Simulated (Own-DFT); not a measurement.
# Which arrangement is lower? As32Ga32, 64 atoms

All numbers below are calculated, not measured. The program, named Own-DFT, is a retired in-house plane-wave density functional code that no person has reviewed. Each row is one single-point run on a periodic cell that was not relaxed, without spin or spin-orbit coupling.

Settings of every run: PBE; PseudoDojo norm-conserving scalar-relativistic files; cutoff 42 hartree; 3 x 3 x 3 k mesh centred on Gamma; Fermi-Dirac smearing of 0.1 eV.

Known limits, some of them of some rows only: not probed for a lower state with spin; forces on such cells failed a check on a denser k mesh; forces not confirmed at this smearing and k mesh; stress not checked against mesh or cutoff.

All cells hold the same atoms in the same cell, with vectors in Å (11.307, 0.000, 0.000); (0.000, 11.307, 0.000); (0.000, 0.000, 11.307). Every atom was moved at random from its ideal site; u is the rms move along one axis. The defect's site can differ from row to row. E is the free energy of the cell above the lowest run. The arrangements:

- A: zincblende GaAs
- B: zincblende GaAs, with one As on a Ga site and one Ga on an As site, 2.4 Å apart

```
arrangement,u (Å),E (eV),P (GPa)
A,0.0197,0.000,3.50
A,0.0198,0.016,3.50
A,0.0209,0.132,3.54
A,0.0470,2.031,3.93
A,0.0511,2.125,3.93
A,0.0529,2.645,4.06
B,0.0288,3.008,3.92
B,0.0291,3.151,3.97
B,0.0300,3.077,3.94
B,0.0481,4.230,4.14
B,0.0493,4.474,4.23
B,0.0508,5.062,4.39
```

Question: once the cost of the random moves is taken out, how do the arrangements rank?

## Worked answer

Fit E = a + b u², with one b for all and one a for each arrangement, and with residuals divided by u², since the noise grows with the moves. Then b = 1013 eV/Å², the scatter at u = 0.04 Å is 0.15 eV, and against A:

- B: 2.56 ± 0.06 eV (higher)

These are energies of unrelaxed cells. Relaxing the atoms lowers the strained arrangements most, so the gaps would shrink and small ones could change sign.
